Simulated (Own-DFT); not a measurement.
Simulation results for AlN (wurtzite, strained, atoms displaced)

Computed with Own-DFT development build. A calculation, not a measurement: plane-wave PBE density functional theory by an unreviewed code, no spin, of a simulated periodic cell, stress positive in tension, free energy of the whole cell less one offset for each atom, forces on such cells passed a denser k mesh, this cell's mesh not checked; offsets are fitted by least squares, one for each functional and potential file, so energies compare only between cells with the same atoms and settings and are not formation energies; the far tail of each file's local potential was reset to the Coulomb form; each entry is a single point on an unrelaxed cell, so the pressure reflects the starting lattice, mostly measured values (interpolated for alloys), from which strain is counted, and rises with the displacements; printed positions are rounded, which can move forces by about a meV/angstrom; the program, named Own-DFT, is a retired in-house code; no spin-orbit coupling.

```xyz
128
Lattice="12.3080 -0.1329 -0.0678 -6.2691 10.6592 0.2253 -0.0543 0.1769 9.8624" Properties=species:S:1:pos:R:3:force_x:R:1:force_y:R:1:force_z:R:1 formula=AlN functional=PBE potential_files=PseudoDojo_norm-conserving,scalar-relativistic,standard_set wave_cutoff=42 occupations=Fermi-Dirac smearing_width=0.1 hardware=one_NVIDIA_H100 k_mesh=2_x_2_x_2_centred_on_Gamma free_energy_of_cell_above_offsets=-48.953 pressure=14.84 stress_xx=-11.71 stress_yy=-18.06 stress_zz=-14.76 stress_yz=5.58 stress_xz=-1.47 stress_xy=-3.49 wall_time=379.5
Al     0.0199     1.9405     9.8695     -2.555     -1.208      1.503
Al     1.4519     0.8216     2.5275      0.008      2.451      0.686
N     -0.0799     1.8383     1.9675      0.787     -2.943     -1.841
N      1.3836     0.8945     4.3984      2.032      1.424     -0.556
Al    -0.0668     1.8763     4.9927      1.443      0.146     -0.307
Al     1.4645     1.0389     7.4393       0.96     -0.527     -1.684
N     -0.0305     1.9430     6.8442     -0.868     -1.782      0.269
N      1.4866     1.0404     9.2973     -0.821     -0.671     -0.662
Al    -1.7046     4.5719     9.9297      3.337      0.307       1.27
Al     0.0005     3.4785     2.5499     -1.182      2.551     -0.169
N     -1.6527     4.4435     1.9742      1.189     -0.304     -0.691
N      0.0184     3.6285     4.3629     -1.287     -0.485      1.385
Al    -1.4905     4.5208     5.0211     -1.336      0.191      -1.17
Al    -0.1173     3.6433     7.3938      1.152       0.87      1.359
N     -1.5996     4.5521     6.8624     -0.449      0.237      0.947
N     -0.0369     3.5982     9.3165     -2.313      2.256     -1.032
Al    -3.0444     6.9770     0.2016     -2.294       1.62     -1.354
Al    -1.6850     6.1869     2.5636      1.329     -0.197      1.506
N     -3.1917     7.0048     2.0338      1.036      2.795     -0.735
N     -1.6011     6.2618     4.4106     -0.246      0.884      1.303
Al    -3.1768     7.2368     5.1031      0.874     -3.023      0.333
Al    -1.6581     6.3566     7.5316     -0.703     -1.568     -1.664
N     -3.1443     7.2393     7.0190     -0.642      0.493     -0.884
N     -1.6148     6.3459     9.2964     -0.676     -0.598      2.718
Al    -4.7907     9.9417    10.0020       0.83     -0.956      0.713
Al    -3.1907     8.8958     2.6684       0.78     -0.647     -1.389
N     -4.6728     9.8382     2.0861     -0.401     -1.552     -1.595
N     -3.1975     8.8438     4.4552      -0.08      3.402      1.305
Al    -4.7391     9.8543     5.1621      0.213     -0.989      -0.45
Al    -3.1630     9.0323     7.5572     -1.956      -0.94      0.322
N     -4.7814     9.8673     6.9931      0.033      0.706      1.634
N     -3.2535     9.0540     9.4171      0.861     -0.802       1.15
Al     2.9956     1.6667     0.0662      2.934      1.915     -0.306
Al     4.5136     0.8263     2.4761      1.498      1.321     -0.269
N      3.0329     1.7447     1.9473     -0.738     -0.221     -0.509
N      4.5140     0.8149     4.3132      0.613      3.971     -0.275
Al     3.0780     1.8390     4.9436     -1.589     -0.658     -1.067
Al     4.5204     0.9351     7.3183      0.528      1.335      0.229
N      2.9959     1.9080     6.7389      0.162     -1.025      2.021
N      4.6119     1.0610     9.1839     -1.274     -0.842      1.031
Al     1.3512     4.5532     9.9222       2.18      0.317      0.328
Al     3.1207     3.5150     2.4983     -2.479      0.574      0.813
N      1.4499     4.3690     1.9299      1.045      1.422      -0.12
N      2.9555     3.5827     4.4246      1.633      0.434     -0.674
Al     1.4674     4.4963     5.0618      0.814     -0.084     -1.298
Al     3.0244     3.6262     7.4592      0.125     -0.003      0.012
N      1.4931     4.4807     6.8754     -0.792       1.43      1.049
N      2.9778     3.7032     9.3107     -0.523     -0.827      1.002
Al    -0.1561     7.0170     0.1993      1.857      1.114     -0.666
Al     1.3606     6.2410     2.5543      2.663     -1.402      0.225
N     -0.0981     7.1624     2.0670     -1.453     -1.301     -1.843
N      1.4320     6.2169     4.4168      0.099      1.359      1.228
Al    -0.0281     7.2496     5.1241     -1.333      -2.23     -1.672
Al     1.3894     6.3197     7.5099     -0.517     -0.639      -0.91
N     -0.2445     7.1774     6.9240      3.428      1.559       0.69
N      1.3776     6.3613     9.3679     -0.147      0.251      0.239
Al    -1.6690     9.9296    10.0320     -0.735      0.632      0.429
Al    -0.1372     8.8632     2.6265      1.252      1.615     -0.029
N     -1.6110     9.8205     2.1087      -1.21      -2.23      -1.59
N     -0.1006     8.9119     4.4478     -0.334      1.342       1.35
Al    -1.6242     9.8908     5.1001     -0.387     -4.747     -0.222
Al    -0.1345     9.0065     7.6739     -1.665     -1.354     -3.205
N     -1.7241     9.8384     6.9094      1.743      0.557       1.14
N     -0.1645     9.0198     9.4069     -0.569      -0.96      2.668
Al     6.2265     1.6989     0.0183     -1.331      -0.44     -0.201
Al     7.7119     0.8661     2.3950     -1.199     -0.916        0.6
N      6.1116     1.6684     1.8703     -0.201      0.911      0.779
N      7.6869     0.8040     4.3537      0.341      2.327     -1.471
Al     6.1635     1.7143     4.9090     -0.776      -0.08     -0.006
Al     7.6261     0.9858     7.4262       -1.3     -0.826       -0.7
N      6.0753     1.8379     6.7472        0.3      0.176      0.893
N      7.6780     0.9974     9.2665     -1.128     -0.782     -0.158
Al     4.5231     4.5715     9.9133      0.438      -1.99      0.176
Al     6.0388     3.5075     2.5050      1.504     -0.999     -0.636
N      4.5848     4.4135     1.9696     -0.371      0.524     -1.361
N      6.0911     3.4245     4.3381      0.022      2.085      0.959
Al     4.5891     4.4733     5.0319     -0.549     -2.267      0.144
Al     6.1085     3.7340     7.4066       0.31     -2.567      0.706
N      4.5697     4.5221     6.9694      -0.88      1.246     -1.614
N      6.1111     3.5868     9.3251     -0.463      1.577     -0.852
Al     2.9529     7.2818     9.7709      0.475     -3.414      3.368
Al     4.5412     6.1783     2.5726      0.142      -0.27     -0.799
N      3.0703     7.1027     2.0768     -1.825     -1.495     -2.288
N      4.5734     6.1086     4.3706     -0.493      2.805       1.68
Al     2.9408     7.1985     5.0710      0.437     -2.932     -2.932
Al     4.4838     6.3913     7.4532      1.329     -2.387     -0.134
N      2.9593     7.2066     6.8310     -0.288      0.297       2.92
N      4.5556     6.2567     9.3324     -1.617      2.402     -0.564
Al     1.3563     9.8490    10.0034      1.175      0.717      0.675
Al     3.0419     8.7925     2.6013     -1.457      1.494     -0.219
N      1.4440     9.7758     2.0173      0.306     -1.425     -0.009
N      2.8770     8.8553     4.4544       1.07      1.956      0.797
Al     1.3882     9.8139     5.1431      0.114     -2.022      0.319
Al     3.0319     8.9746     7.5343     -3.095     -0.154      0.209
N      1.3374     9.7855     7.0768      2.109      0.906     -1.038
N      2.9800     8.9671     9.4206     -0.496       2.03     -1.277
Al     9.1318     1.8851     9.8280      0.926      -0.31     -0.791
Al    10.7094     0.7977     2.4744       0.43     -0.213     -0.857
N      9.2053     1.6916     1.7505      0.474      0.478      2.512
N     10.8173     0.8550     4.3323     -3.003     -0.179     -0.276
Al     9.1838     1.8274     4.8439      0.408     -3.435      2.375
Al    10.7658     0.8046     7.3559     -1.277      3.585     -0.234
N      9.1235     1.7641     6.8724        2.2      0.465     -1.554
N     10.5882     0.9256     9.1731      2.439      0.594      0.778
Al     7.6259     4.5271     9.8060     -1.868     -1.195      2.524
Al     9.1010     3.4640     2.4628      0.045      0.413     -0.137
N      7.5604     4.3972     1.8929      0.738     -0.496      0.197
N      9.1689     3.4672     4.3672      0.351      2.982     -1.007
Al     7.6497     4.4494     4.9563     -0.249      -1.19     -0.746
Al     9.1909     3.5275     7.4490     -0.444      0.373     -0.849
N      7.6805     4.4808     6.7921      0.141      0.246      1.411
N      9.1329     3.6888     9.3607     -0.601      -1.92     -2.269
Al     5.9927     7.2136     9.9372      0.972     -1.542      0.417
Al     7.5721     6.1874     2.4935     -0.076     -2.233      1.216
N      6.1034     7.0368     1.9459     -1.062      0.771     -0.289
N      7.5880     6.1961     4.4423      0.545      0.177     -1.056
Al     6.0826     7.0776     4.9768      -0.57      0.495       0.09
Al     7.6476     6.2549     7.5047     -0.816     -0.176     -0.182
N      6.1056     7.1091     6.8515     -1.077       0.98      1.007
N      7.5251     6.2221     9.4128      1.027      2.679     -1.431
Al     4.5342     9.7120     0.1594     -0.514     -0.478        0.1
Al     6.0960     8.7997     2.4837     -0.517      0.108      2.146
N      4.5517     9.6608     1.9796     -0.059       1.18      0.893
N      6.0342     8.9062     4.5018     -0.994     -1.228     -1.116
Al     4.4357     9.7345     5.1537      0.798     -0.048     -4.817
Al     5.9169     8.9232     7.5239      2.182     -0.876     -1.428
N      4.4224     9.8590     6.8500      1.157     -1.606      3.337
N      5.9673     8.9259     9.3707     -0.191      1.345      0.056
```

Units: wave_cutoff in hartree; smearing_width, free_energy_of_cell_above_offsets in eV; pressure, stress_xx, stress_yy, stress_zz, stress_yz, stress_xz, stress_xy in GPa; wall_time in s; force_x, force_y, force_z in eV/Å.
